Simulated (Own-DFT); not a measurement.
# Computed records: SiC (4H silicon carbide, strained, atoms displaced), GaP (zincblende, atoms displaced)

All values are calculated (Own-DFT development build). A calculation, not a measurement: plane-wave PBE density functional theory by an unreviewed code, no spin, of a simulated periodic cell, stress positive in tension, free energy of the whole cell less one offset for each atom, forces on such cells passed a denser k mesh, this cell's mesh not checked; offsets are fitted by least squares, one for each functional and potential file, so energies compare only between cells with the same atoms and settings and are not formation energies; the far tail of each file's local potential was reset to the Coulomb form; each entry is a single point on an unrelaxed cell, so the pressure reflects the starting lattice, mostly measured values (interpolated for alloys), from which strain is counted, and rises with the displacements; printed positions are rounded, which can move forces by about a meV/angstrom; the program, named Own-DFT, is a retired in-house code; no spin-orbit coupling.

Settings shared by all entries: functional PBE; potential files PseudoDojo norm-conserving, scalar-relativistic, standard set; wave cutoff 42 hartree; occupations Fermi-Dirac; smearing width 0.1 eV.

(1) SiC (4H silicon carbide, strained, atoms displaced)

```
SiC
1.0
      9.1628     0.0186     0.1172
     -4.5652     7.8924    -0.1431
      0.1276    -0.1062     9.9013
Si C Si C Si C Si C Si C Si C Si C Si C Si C Si C Si C Si C Si C Si C Si C Si C Si C Si C
2 2 2 2 2 2 2 2 2 2 2 2 2 2 2 2 2 2 2 2 2 2 2 2 2 2 2 2 2 2 2 2 2 2 2 2
Direct
  0.01445 0.01356 0.41869
  0.10557 0.22111 0.16167
  0.01483 0.99880 0.09019
  0.10470 0.22223 0.34227
  0.99411 0.32950 0.39970
  0.10493 0.55267 0.16032
  0.00403 0.33542 0.09754
  0.11552 0.55701 0.34280
  0.00465 0.67629 0.41496
  0.10834 0.89374 0.14736
  0.00059 0.65949 0.09131
  0.10589 0.88858 0.35006
  0.33712 0.00297 0.41033
  0.44675 0.22019 0.15367
  0.33409 0.99914 0.09603
  0.43642 0.22022 0.33987
  0.33987 0.33023 0.40616
  0.45060 0.55663 0.15824
  0.33878 0.33102 0.10025
  0.43694 0.55146 0.33342
  0.32230 0.65436 0.40996
  0.45367 0.89886 0.16262
  0.33662 0.66775 0.09900
  0.42828 0.88775 0.35353
  0.66601 0.00334 0.40825
  0.77816 0.22402 0.14218
  0.65714 0.98717 0.09821
  0.77939 0.21631 0.33724
  0.66779 0.32357 0.40075
  0.77914 0.55876 0.15076
  0.66098 0.33100 0.09493
  0.77690 0.55345 0.34625
  0.66022 0.66333 0.40041
  0.77364 0.88374 0.15495
  0.66913 0.65754 0.10157
  0.77229 0.88715 0.33700
  0.00410 0.00378 0.91146
  0.90131 0.79379 0.66669
  0.98539 0.99734 0.59168
  0.89536 0.78581 0.84560
  0.01607 0.67950 0.89884
  0.89438 0.44704 0.65035
  0.00230 0.66919 0.58542
  0.88815 0.43863 0.84823
  0.00083 0.33842 0.90754
  0.90177 0.12276 0.64820
  0.00241 0.33692 0.58706
  0.88972 0.10718 0.83653
  0.65981 0.99565 0.89845
  0.56265 0.78047 0.66028
  0.66842 0.00839 0.59961
  0.54672 0.77133 0.84961
  0.67098 0.66054 0.89873
  0.56150 0.44299 0.65979
  0.65440 0.65143 0.59401
  0.55425 0.45127 0.84947
  0.66969 0.33360 0.90801
  0.54820 0.10319 0.66701
  0.66591 0.33443 0.59711
  0.55605 0.11757 0.83604
  0.34231 0.00663 0.91051
  0.21769 0.77192 0.67076
  0.34183 0.00405 0.58850
  0.22368 0.77776 0.83966
  0.33313 0.66268 0.90336
  0.21522 0.44285 0.66802
  0.33886 0.67103 0.60420
  0.22719 0.45026 0.84454
  0.32898 0.33203 0.91105
  0.22657 0.10420 0.65513
  0.32981 0.33051 0.60060
  0.22243 0.10758 0.84717
```

```
hardware                          : one NVIDIA H100
k mesh                            : 4 x 4 x 3 centred on Gamma
free energy of cell above offsets : -2.203 eV
pressure                          : 15.57 GPa
stress xx                         : -12.96 GPa
stress yy                         : -13.27 GPa
stress zz                         : -20.48 GPa
stress yz                         : -3.29 GPa
stress xz                         : 5.14 GPa
stress xy                         : 2.84 GPa
wall time                         : 351.8 s
```

Force:
```
element  x (eV/Å)  y (eV/Å)  z (eV/Å)
     Si    -1.856    -2.131    -4.396
     Si         2    -0.029    -1.242
      C    -5.239     1.601     0.343
      C     1.843    -0.016     1.532
     Si     0.256     1.545     0.353
     Si     1.863     1.665    -0.488
      C    -0.497    -0.985    -1.362
      C    -2.308    -1.005     1.097
     Si    -0.475    -1.502    -4.734
     Si     3.404    -2.785     3.547
      C    -0.649     1.694    -0.817
      C     0.945     1.407    -1.147
     Si    -2.777     0.277    -1.346
     Si    -1.297    -0.164     0.791
      C     0.632    -0.166    -0.548
      C     3.036    -0.829     0.378
     Si    -3.022     1.559     0.734
     Si    -1.377    -0.385    -2.118
      C    -1.752     0.049    -1.164
      C     0.761    -0.101     4.088
     Si     1.156     2.118      0.54
     Si    -2.714    -3.089     0.852
      C    -0.505    -0.069    -1.094
      C      4.26    -1.074    -1.485
     Si    -0.436    -1.621    -0.116
     Si     0.121    -1.271     2.155
      C     2.093     3.087    -2.771
      C    -0.811     0.322    -0.341
     Si    -1.558      1.67     0.982
     Si     1.781    -1.127     2.262
      C     1.567     0.256     -0.91
      C     0.787    -0.257    -0.651
     Si     0.297     0.232     0.738
     Si     1.193     0.171    -0.139
      C    -1.307     2.036    -3.013
      C      0.67     0.472     2.435
     Si    -0.563     0.562    -1.523
     Si    -1.349    -3.141    -3.241
      C     3.441     0.439     1.832
      C     0.539    -0.998      0.91
     Si     -2.45    -2.874     2.216
     Si    -1.714    -0.479      0.88
      C     0.169     0.502     5.839
      C    -0.146     2.216    -1.564
     Si     1.108    -1.296     0.017
     Si    -3.193    -0.585     1.716
      C     0.477     0.354       0.5
      C    -0.236     0.916     1.809
     Si     0.885      0.44     1.185
     Si    -0.562    -0.466    -0.721
      C     1.512    -0.933    -0.658
      C     2.338     0.898    -1.072
     Si     -1.35     2.671     2.644
     Si    -2.086    -0.555     -0.04
      C     1.105     3.164    -0.104
      C     1.222    -3.273    -0.923
     Si    -1.347     0.894    -0.469
     Si     0.404     2.147    -5.333
      C     1.645    -1.468    -0.858
      C       0.5    -1.026     5.177
     Si    -0.967    -0.701      -0.4
     Si     0.715     1.144    -6.776
      C    -0.988    -1.596      2.91
      C     1.565     1.393     4.003
     Si    -0.824     1.156     2.626
     Si      1.64     0.711    -3.672
      C    -0.707    -1.198     -0.98
      C    -0.869    -2.419     1.908
     Si     0.703     0.311     0.077
     Si    -1.406     1.348     0.495
      C      0.35    -0.162     -0.74
      C     0.353      0.35    -0.614
```

(2) GaP (zincblende, atoms displaced)

```
GaP
1.0
     10.9010     0.0000     0.0000
      0.0000    10.9010     0.0000
      0.0000     0.0000    10.9010
Ga P Ga P Ga P Ga P Ga P Ga P Ga P Ga P
4 4 4 4 4 4 4 4 4 4 4 4 4 4 4 4
Direct
  0.99704 0.00362 0.99947
  0.98150 0.23161 0.23227
  0.24186 0.99052 0.24448
  0.24878 0.24812 0.99304
  0.12275 0.12354 0.13524
  0.11931 0.38001 0.36565
  0.39191 0.12455 0.38002
  0.37688 0.38407 0.12281
  0.00606 0.01587 0.49779
  0.99887 0.24811 0.75705
  0.26706 0.01410 0.75423
  0.25475 0.25702 0.50327
  0.12498 0.11395 0.63051
  0.12150 0.39561 0.86518
  0.37423 0.13556 0.88705
  0.37650 0.37410 0.63431
  0.99137 0.51065 0.99864
  0.99787 0.75122 0.25044
  0.23589 0.50290 0.26065
  0.25712 0.74004 0.00537
  0.13409 0.62240 0.13577
  0.12432 0.86790 0.37852
  0.35589 0.62685 0.36577
  0.36665 0.87919 0.10089
  0.01791 0.48834 0.48980
  0.01948 0.75888 0.74410
  0.24005 0.50094 0.74466
  0.27293 0.73664 0.50429
  0.13536 0.61062 0.63094
  0.13290 0.88057 0.87005
  0.37881 0.64062 0.88563
  0.37453 0.85347 0.62453
  0.49948 0.99218 0.00850
  0.50378 0.24203 0.24308
  0.75395 0.99939 0.25438
  0.75278 0.23142 0.00762
  0.62003 0.13091 0.12336
  0.61632 0.39891 0.36710
  0.87729 0.13868 0.35903
  0.88708 0.38822 0.13422
  0.51817 0.00142 0.49433
  0.49018 0.24113 0.73862
  0.74375 0.99081 0.75640
  0.74967 0.24414 0.50170
  0.63836 0.13618 0.59872
  0.63213 0.38074 0.88328
  0.86352 0.12286 0.87101
  0.87704 0.37154 0.62694
  0.48541 0.51655 0.00672
  0.48883 0.74812 0.25300
  0.74227 0.51013 0.24441
  0.74222 0.75056 0.01261
  0.63009 0.61979 0.13180
  0.63668 0.88240 0.37129
  0.87599 0.60469 0.36199
  0.86773 0.86974 0.12251
  0.49865 0.51925 0.49195
  0.49840 0.75794 0.74942
  0.75621 0.50462 0.75950
  0.74076 0.75188 0.49233
  0.61840 0.62727 0.62799
  0.61159 0.87675 0.85533
  0.89724 0.63191 0.88688
  0.86407 0.87875 0.62996
```

```
k mesh                            : 3 x 3 x 3 centred on Gamma
free energy of cell above offsets : -23.262 eV
pressure                          : 5.6 GPa
stress xx                         : -5.56 GPa
stress yy                         : -5.49 GPa
stress zz                         : -5.76 GPa
stress yz                         : 0.76 GPa
stress xz                         : 0.7 GPa
stress xy                         : -0.61 GPa
```

Force:
```
element  x (eV/Å)  y (eV/Å)  z (eV/Å)
     Ga     0.055    -0.607     -0.32
     Ga     2.233     3.238     -1.07
     Ga      1.16     0.079     1.018
     Ga    -1.552     2.329     1.332
      P     0.589    -0.001    -2.007
      P      0.94    -3.832     -0.33
      P    -1.982    -0.207    -0.696
      P    -1.211    -1.181     0.917
     Ga    -1.176     -1.59    -0.691
     Ga      0.16     0.297    -0.533
     Ga     -0.67    -1.643    -0.384
     Ga    -0.471    -0.453    -0.435
      P     0.886     2.003     0.274
      P    -0.838    -2.585     2.142
      P      1.87    -1.473    -1.189
      P    -0.345      1.48     -1.35
     Ga     2.629    -1.969      2.01
     Ga    -0.125    -0.632     0.064
     Ga     1.366    -1.371    -1.484
     Ga    -2.501     0.598     -0.22
      P    -1.571     1.149    -1.657
      P     0.173     0.305     0.616
      P     2.544    -0.495    -0.124
      P    -0.013    -0.469     3.438
     Ga    -2.439     1.362     2.188
     Ga    -1.105    -0.359    -0.153
     Ga     3.669    -0.937     1.775
     Ga    -3.493     0.366     0.245
      P    -2.047     3.038    -3.059
      P     0.469     0.232     1.022
      P     0.027     -1.44    -2.592
      P     0.805      4.12     0.211
     Ga     1.195     1.418    -1.721
     Ga    -0.944     2.369     1.079
     Ga     0.326     0.749      -1.4
     Ga     0.355     2.874    -0.529
      P     0.779    -2.369     0.257
      P     0.393    -2.425     0.337
      P    -1.934    -2.311     3.501
      P    -1.544    -1.117    -1.049
     Ga    -1.056    -0.732     0.581
     Ga     2.099     0.466     1.039
     Ga     0.392     1.563    -1.317
     Ga     2.954     4.572    -3.258
      P    -3.538    -3.606     4.991
      P    -1.007    -0.616    -0.063
      P     1.123    -0.364     0.365
      P     0.175     0.367    -0.501
     Ga     1.877    -1.222    -0.371
     Ga     0.834      0.91    -0.867
     Ga     1.341    -2.326     0.752
     Ga     0.032    -0.333    -1.941
      P    -2.655     2.101    -1.516
      P    -1.825    -1.299    -0.398
      P     0.849     2.338     2.009
      P     0.989     1.291     0.483
     Ga     -0.71    -0.917     0.573
     Ga    -0.494    -2.377    -0.404
     Ga     0.274    -0.049    -0.157
     Ga     1.411    -1.182     0.763
      P     0.877     0.196     0.133
      P     1.008     0.664     3.642
      P    -3.153     2.676    -2.644
      P     1.544    -0.659    -1.329
```
